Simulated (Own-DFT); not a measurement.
## Calculated data, SiC (4H silicon carbide, atoms displaced)

A calculation, not a measurement: plane-wave PBE density functional theory by an unreviewed code, no spin, of a simulated periodic cell, stress positive in tension, free energy of the whole cell less one offset for each atom, forces on such cells passed a denser k mesh, this cell's mesh not checked; offsets are fitted by least squares, one for each functional and potential file, so energies compare only between cells with the same atoms and settings and are not formation energies; the far tail of each file's local potential was reset to the Coulomb form; each entry is a single point on an unrelaxed cell, so the pressure reflects the starting lattice, mostly measured values (interpolated for alloys), from which strain is counted, and rises with the displacements; printed positions are rounded, which can move forces by about a meV/angstrom; the program, named Own-DFT, is a retired in-house code; no spin-orbit coupling. Program: Own-DFT development build.

Common to all runs: functional PBE; potential files PseudoDojo norm-conserving, scalar-relativistic, standard set; wave cutoff 42 hartree; occupations Fermi-Dirac; smearing width 0.1 eV; hardware one NVIDIA H100; k mesh 4 x 4 x 3 centred on Gamma.

(1) SiC (4H silicon carbide, atoms displaced)

```
cell vectors (Å)
   9.2481     0.0000     0.0000
  -4.6241     8.0091     0.0000
   0.0000     0.0000    10.0681
atoms (fractions of the cell vectors)
Si  0.00227  0.99839  0.40918
Si  0.10912  0.21991  0.15815
C   0.99592  0.99889  0.09887
C   0.11542  0.22687  0.34456
Si  0.00148  0.33462  0.40263
Si  0.10866  0.55478  0.15688
C   0.00764  0.34239  0.09580
C   0.10917  0.55677  0.35095
Si  0.99785  0.66208  0.40923
Si  0.11383  0.88558  0.15655
C   0.00275  0.66472  0.09386
C   0.11356  0.90038  0.33992
Si  0.33524  0.00373  0.40608
Si  0.44594  0.22514  0.16097
C   0.33021  0.99859  0.08884
C   0.44401  0.22150  0.34345
Si  0.33128  0.33538  0.40989
Si  0.44002  0.55312  0.15372
C   0.33403  0.33472  0.08947
C   0.44333  0.55432  0.34401
Si  0.33167  0.66933  0.40576
Si  0.44023  0.88613  0.15072
C   0.32887  0.66337  0.09797
C   0.44364  0.89104  0.34638
Si  0.66627  0.99976  0.40189
Si  0.78228  0.22322  0.15622
C   0.66639  0.99133  0.09434
C   0.78010  0.22392  0.34120
Si  0.67474  0.33436  0.40804
Si  0.77807  0.55506  0.15490
C   0.66399  0.32926  0.09555
C   0.78018  0.55910  0.34326
Si  0.67315  0.67142  0.40630
Si  0.77678  0.88650  0.15768
C   0.66883  0.67156  0.09545
C   0.77840  0.88795  0.34243
Si  0.00547  0.00292  0.90958
Si  0.88623  0.77593  0.65259
C   0.99487  0.99481  0.59056
C   0.88504  0.77303  0.84286
Si  0.99651  0.66543  0.90531
Si  0.88596  0.43985  0.65449
C   0.00454  0.67623  0.59679
C   0.88987  0.44427  0.84476
Si  0.99413  0.32645  0.90873
Si  0.88506  0.10742  0.65108
C   0.99605  0.33343  0.58973
C   0.88957  0.10718  0.84725
Si  0.66481  0.00157  0.89880
Si  0.54411  0.77468  0.65972
C   0.66786  0.00271  0.59299
C   0.55954  0.77904  0.84174
Si  0.66520  0.67006  0.90516
Si  0.55927  0.44835  0.65783
C   0.66427  0.65964  0.59657
C   0.55360  0.44092  0.84265
Si  0.66359  0.32758  0.91028
Si  0.55953  0.11204  0.65455
C   0.66233  0.32672  0.59651
C   0.55563  0.10961  0.84587
Si  0.33059  0.99870  0.91165
Si  0.22468  0.77768  0.65509
C   0.34380  0.00659  0.59386
C   0.21993  0.77687  0.84387
Si  0.33974  0.66953  0.90457
Si  0.22697  0.44589  0.65607
C   0.33785  0.66944  0.58681
C   0.21867  0.44050  0.84747
Si  0.33497  0.33198  0.90552
Si  0.23001  0.11280  0.65483
C   0.32353  0.33243  0.59728
C   0.22991  0.11928  0.84407
```

Results for SiC (4H silicon carbide, atoms displaced): free energy of cell above offsets -10.496 eV; pressure 3.83 GPa; stress xx -3.68 GPa; stress yy -3.32 GPa; stress zz -4.47 GPa; stress yz -0.31 GPa; stress xz 0.07 GPa; stress xy 0.59 GPa; wall time 359.5 s.

Force:
```csv
element,x (eV/Å),y (eV/Å),z (eV/Å)
Si,-1.035,0.933,-1.2
Si,0.524,0.642,-0.236
C,1.133,-0.033,-0.88
C,-0.526,-0.82,0.169
Si,0.101,-0.29,0.676
Si,0.405,0.657,0.753
C,-0.51,-2.119,-0.186
C,0.343,0.015,-1.433
Si,-0.328,1.869,-0.244
Si,-1.192,0.581,-0.206
C,-0.938,0.196,-0.149
C,1.42,-2.005,1.078
Si,-0.092,-0.24,-0.076
Si,-0.493,-0.523,-1.109
C,0.443,0.47,1.922
C,0.298,0.944,1.056
Si,0.747,0.083,-0.46
Si,0.697,0.353,0.796
C,0.081,-0.641,0.982
C,0.105,0.582,0.111
Si,0.912,-0.22,-0.97
Si,0.614,0.394,1.199
C,0.305,0.486,-1.161
C,-0.097,-0.129,-1.049
Si,0.137,-0.003,0.492
Si,-0.346,-0.661,-0.522
C,-1.07,1.428,-0.779
C,0.271,-0.325,0.39
Si,-1.619,-0.054,-0.395
Si,-0.111,0.141,0.002
C,0.385,0.454,0.103
C,0.267,-0.681,0.338
Si,-1.226,-1.095,0.147
Si,0.081,0.179,-0.095
C,-0.133,-1.402,-0.689
C,0.018,0.591,0.757
Si,-0.267,-0.772,-0.371
Si,-0.122,0.256,1.192
C,0.829,0.742,0.946
C,0.191,1.178,0.184
Si,0.539,-0.221,-0.061
Si,0.026,0.984,0.695
C,0.23,-1.8,-0.753
C,-0.421,-0.762,0.076
Si,0.468,1.201,-0.439
Si,0.779,0.83,1.01
C,0.957,-0.132,0.413
C,-0.384,0.199,-1.041
Si,1.151,-0.388,1.826
Si,2.464,0.816,-1.42
C,-0.156,-1.181,-0.3
C,-1.167,0.001,0.335
Si,1.156,-1.027,0.445
Si,-0.586,-1.782,-0.091
C,-0.712,1.65,-0.878
C,0.325,0.759,0.767
Si,0.097,1.007,-0.84
Si,-0.142,-0.302,0.929
C,0.141,1.605,-0.787
C,-0.64,-0.093,-0.506
Si,0.256,0.172,-2.292
Si,-0.173,0.714,0.279
C,-0.985,-1.085,-0.244
C,0.593,0.207,0.032
Si,-1.429,-1.025,0.713
Si,-2.223,0.008,0.644
C,-1.18,-0.765,1.611
C,0.354,0.771,-0.666
Si,-0.459,0.906,-0.073
Si,-1.326,-0.457,0.491
C,2.532,-0.02,-0.858
C,-0.284,-1.953,-0.101
```

(2) SiC (4H silicon carbide, atoms displaced)

```
cell vectors (Å)
   9.2481     0.0000     0.0000
  -4.6241     8.0091     0.0000
   0.0000     0.0000    10.0681
atoms (fractions of the cell vectors)
Si  0.99929  0.00015  0.40498
Si  0.10740  0.21895  0.15269
C   0.00088  0.99730  0.09771
C   0.11156  0.22263  0.34761
Si  0.00689  0.33192  0.40540
Si  0.11027  0.55880  0.15758
C   0.99525  0.32718  0.09688
C   0.11132  0.55630  0.34258
Si  0.00143  0.66582  0.40039
Si  0.11848  0.89290  0.16144
C   0.00379  0.66617  0.10019
C   0.10834  0.89056  0.34304
Si  0.33122  0.99924  0.40930
Si  0.44530  0.21725  0.15219
C   0.33419  0.00403  0.09365
C   0.43849  0.21826  0.34180
Si  0.32853  0.33664  0.40967
Si  0.43655  0.54943  0.15784
C   0.33167  0.33438  0.09683
C   0.43907  0.55011  0.34880
Si  0.33205  0.66536  0.40538
Si  0.44550  0.88703  0.15697
C   0.33150  0.65966  0.09918
C   0.44812  0.89396  0.34087
Si  0.66429  0.99491  0.40811
Si  0.77744  0.22338  0.15473
C   0.66752  0.99793  0.09434
C   0.77685  0.22235  0.34715
Si  0.67110  0.33075  0.40778
Si  0.76961  0.55452  0.15321
C   0.66810  0.33411  0.09388
C   0.78136  0.55156  0.34760
Si  0.66431  0.66874  0.41674
Si  0.78344  0.88644  0.15149
C   0.66545  0.67416  0.08997
C   0.77746  0.89081  0.33635
Si  0.00066  0.00486  0.91024
Si  0.88796  0.77704  0.65108
C   0.99398  0.99660  0.59034
C   0.88072  0.77300  0.84310
Si  0.00726  0.66569  0.90693
Si  0.88981  0.44497  0.65115
C   0.99364  0.66378  0.59196
C   0.89033  0.45301  0.84312
Si  0.00236  0.33675  0.91127
Si  0.89136  0.11241  0.65745
C   0.00114  0.33720  0.59816
C   0.88497  0.11416  0.84383
Si  0.65806  0.99262  0.90416
Si  0.54707  0.77290  0.65565
C   0.67084  0.99875  0.59135
C   0.55190  0.76959  0.84516
Si  0.66879  0.66754  0.90834
Si  0.55729  0.45363  0.65696
C   0.66356  0.66444  0.59598
C   0.55411  0.44300  0.84246
Si  0.66570  0.33438  0.90789
Si  0.55281  0.11283  0.65564
C   0.66456  0.33322  0.59370
C   0.55520  0.11200  0.84763
Si  0.33158  0.00453  0.90560
Si  0.22164  0.77453  0.65333
C   0.32779  0.99635  0.59338
C   0.22381  0.77669  0.84455
Si  0.33971  0.66930  0.90902
Si  0.22310  0.43939  0.65659
C   0.33634  0.66704  0.59486
C   0.21949  0.44044  0.84483
Si  0.32237  0.32714  0.90458
Si  0.22036  0.11001  0.65855
C   0.33229  0.33787  0.59160
C   0.22520  0.11241  0.84197
```

Results for SiC (4H silicon carbide, atoms displaced): free energy of cell above offsets -10.300 eV; pressure 3.88 GPa; stress xx -3.61 GPa; stress yy -3.52 GPa; stress zz -4.5 GPa; stress yz -0.02 GPa; stress xz 0.27 GPa; stress xy 0.21 GPa; wall time 368 s.

Force:
```csv
element,x (eV/Å),y (eV/Å),z (eV/Å)
Si,-0.516,-0.062,-0.242
Si,0.434,0.391,1.533
C,0.659,0.442,-0.907
C,0.161,-0.503,-1.087
Si,-2.104,0.348,0.568
Si,0.756,-1.349,0.108
C,0.258,1.307,-0.33
C,0.585,-0.256,0.555
Si,-0.519,0.203,0.9
Si,-0.629,-0.736,-0.945
C,-1.315,0.657,-1.267
C,0.834,-0.279,0.86
Si,0.037,0.369,-1.11
Si,-0.811,1.429,1.428
C,0.615,-1.325,-0.583
C,0.498,0.783,0.692
Si,1.598,-1.33,-0.986
Si,1.236,0.884,0.616
C,0.343,-1.211,-1.176
C,0.477,1.344,-0.679
Si,0,0.627,-0.094
Si,0.05,0.228,-0.413
C,-0.796,1.159,-0.993
C,-0.654,-1.147,1.201
Si,0.296,1.155,-1.094
Si,-0.097,-0.876,0.987
C,-0.125,0.086,-0.58
C,1.242,-0.538,-0.568
Si,-1.704,0.019,-0.348
Si,1.125,0.614,1.175
C,-0.48,-0.054,-0.311
C,-1.798,0.582,-0.758
Si,0.842,-0.551,-2.933
Si,-1.741,0.686,0.847
C,0.295,-2.049,0.923
C,0.341,-0.779,1.685
Si,-0.298,-1.278,-1.118
Si,-0.262,-0.071,1.414
C,0.83,0.644,0.633
C,1.846,1.467,0.124
Si,-1.767,0.74,0.398
Si,-0.761,-0.042,1.302
C,1.197,0.6,-0.673
C,0.632,-1.629,0.174
Si,-1.226,-0.294,-1.115
Si,-0.552,-0.019,-0.164
C,0.791,-0.688,-1.191
C,0.623,-0.371,0.606
Si,0.744,0.826,0.547
Si,1.565,1.284,0.636
C,-1.153,-0.206,1.088
C,0.072,1.031,-0.568
Si,-0.468,-0.977,-0.915
Si,0.529,-2.277,0.123
C,-0.275,1.334,0.282
C,-0.698,0.03,0.829
Si,0.414,0.394,-0.778
Si,0.686,-0.36,0.177
C,-0.14,0.21,0.248
C,-0.299,-0.241,-0.787
Si,1.103,-1.079,0.159
Si,-0.668,-0.134,0.67
C,0.404,0.362,0.497
C,0.428,0.678,-0.127
Si,-1.11,-1.214,0.102
Si,-1.311,1.071,0.487
C,-1.264,-0.871,-0.687
C,-0.136,0.831,0.065
Si,1.734,1.525,0.698
Si,-0.315,0.121,-1.335
C,1.019,-1.108,1.004
C,-1.302,-0.559,0.524
```

(3) SiC (4H silicon carbide, atoms displaced)

```
cell vectors (Å)
   9.2481     0.0000     0.0000
  -4.6241     8.0091     0.0000
   0.0000     0.0000    10.0681
atoms (fractions of the cell vectors)
Si  0.00029  0.00318  0.40357
Si  0.11063  0.21814  0.15959
C   0.99590  0.99582  0.09303
C   0.10386  0.21426  0.34270
Si  0.99474  0.32859  0.40894
Si  0.10673  0.55327  0.15606
C   0.99659  0.33257  0.09998
C   0.11773  0.56151  0.34221
Si  0.99669  0.66356  0.40287
Si  0.11071  0.88785  0.15442
C   0.00012  0.66768  0.09348
C   0.11302  0.88571  0.34473
Si  0.33150  0.00179  0.40976
Si  0.43966  0.22006  0.15677
C   0.33489  0.00641  0.09707
C   0.44101  0.22024  0.34679
Si  0.32898  0.33327  0.40909
Si  0.44791  0.55714  0.15693
C   0.33496  0.33526  0.09359
C   0.45008  0.56005  0.34693
Si  0.33570  0.67130  0.40523
Si  0.44605  0.89507  0.15674
C   0.33501  0.66915  0.09519
C   0.44898  0.89207  0.33998
Si  0.67183  0.00029  0.40513
Si  0.77649  0.22446  0.15513
C   0.66754  0.00297  0.09064
C   0.77567  0.22172  0.34428
Si  0.66097  0.33030  0.40897
Si  0.78376  0.55853  0.15861
C   0.66175  0.32873  0.09827
C   0.77889  0.55890  0.34585
Si  0.66406  0.66708  0.40559
Si  0.77654  0.88916  0.15721
C   0.66776  0.67021  0.09412
C   0.77885  0.88507  0.34203
Si  0.99663  0.00052  0.90779
Si  0.88361  0.77125  0.65403
C   0.99927  0.00020  0.59357
C   0.89183  0.77945  0.84383
Si  0.00402  0.66660  0.90834
Si  0.89068  0.44481  0.65203
C   0.99339  0.66312  0.59166
C   0.88804  0.43639  0.84365
Si  0.99882  0.33165  0.91028
Si  0.88923  0.11065  0.65545
C   0.99853  0.32916  0.60056
C   0.89467  0.10779  0.84432
Si  0.66510  0.99975  0.90655
Si  0.55235  0.78137  0.65502
C   0.66683  0.00593  0.59529
C   0.55852  0.77919  0.84118
Si  0.66394  0.65878  0.90892
Si  0.55848  0.44231  0.65648
C   0.66287  0.66306  0.59237
C   0.55283  0.44403  0.84501
Si  0.67496  0.33874  0.90637
Si  0.55817  0.11277  0.65583
C   0.67235  0.33612  0.59201
C   0.55619  0.10349  0.83784
Si  0.33362  0.00119  0.90344
Si  0.22119  0.77814  0.66248
C   0.33139  0.00276  0.58907
C   0.22538  0.78026  0.84361
Si  0.33371  0.66819  0.90340
Si  0.22339  0.44429  0.65355
C   0.33793  0.66452  0.59431
C   0.22718  0.44955  0.84556
Si  0.33424  0.33227  0.90918
Si  0.22490  0.11425  0.65573
C   0.33460  0.33451  0.59610
C   0.22063  0.11176  0.84894
```

Results for SiC (4H silicon carbide, atoms displaced): free energy of cell above offsets -11.075 eV; pressure 3.61 GPa; stress xx -3.06 GPa; stress yy -3.23 GPa; stress zz -4.55 GPa; stress yz 0 GPa; stress xz -0.35 GPa; stress xy -0.11 GPa; wall time 354.4 s.

Force:
```csv
element,x (eV/Å),y (eV/Å),z (eV/Å)
Si,0.782,-1.981,0.883
Si,-0.429,0.408,-1.087
C,0.305,0.545,0.466
C,0.32,1.911,0.65
Si,0.319,0.996,-0.37
Si,1.203,0.748,0.132
C,0.685,-0.152,-0.926
C,-0.734,-1.461,0.729
Si,0.702,0.592,0.682
Si,0.054,0.427,0.672
C,0.44,-0.235,-0.067
C,-0.881,0.498,-0.343
Si,0.713,-0.697,-1.551
Si,0.288,0.908,0.637
C,0.002,-1.325,-1.315
C,-0.442,0.529,-0.208
Si,0.574,0.128,-0.476
Si,-0.663,0.179,0.153
C,-0.387,-0.235,0.731
C,-1.276,-1.155,-0.626
Si,0.379,0.074,-0.029
Si,0.225,-0.687,-0.508
C,-0.373,-0.077,-0.479
C,-0.315,0.253,1.453
Si,-0.841,-0.097,0.099
Si,0.088,-0.708,0.619
C,-0.026,-0.1,0.734
C,-0.021,0.14,0.098
Si,0.52,0.588,-1.009
Si,-1.385,-0.629,-0.168
C,0.209,1.26,-0.942
C,-0.249,-1.025,-0.326
Si,1.055,-0.001,0.543
Si,-0.21,0.14,-0.62
C,0.56,-0.759,0.19
C,-0.441,0.738,0.487
Si,1.196,-0.795,-0.184
Si,-0.19,1.07,0.432
C,0.18,-0.264,-0.381
C,-0.075,-0.999,0.195
Si,-0.796,-0.182,-0.927
Si,0.093,-0.129,1.008
C,1.343,0.409,0.228
C,0.059,1.685,-0.142
Si,1.093,-0.259,-0.431
Si,0.172,-0.648,0.86
C,0.204,0.846,-1.628
C,-1.987,0.915,0.023
Si,1.232,-0.387,-0.617
Si,1.572,-0.205,0.341
C,0.81,-0.93,-0.932
C,-0.126,-0.391,0.722
Si,-0.116,1.901,-0.785
Si,-0.655,0.536,-0.004
C,-0.186,0.585,0.175
C,1.164,-0.726,-0.105
Si,-1.374,-1.606,0.26
Si,-0.752,0.071,-0.661
C,-0.732,-0.64,0.633
C,-1.038,1.595,1.327
Si,0.242,0.443,0.785
Si,-0.061,-0.155,-2.23
C,0.79,-0.431,1.997
C,-0.476,-0.276,0.823
Si,0.957,0.249,0.907
Si,0.044,0.038,1.285
C,-1.913,0.536,-0.449
C,-0.502,-1.042,-0.18
Si,-0.624,0.313,-0.525
Si,-0.78,-0.585,0.565
C,0.118,-0.189,-0.38
C,0.366,-0.088,-0.911
```
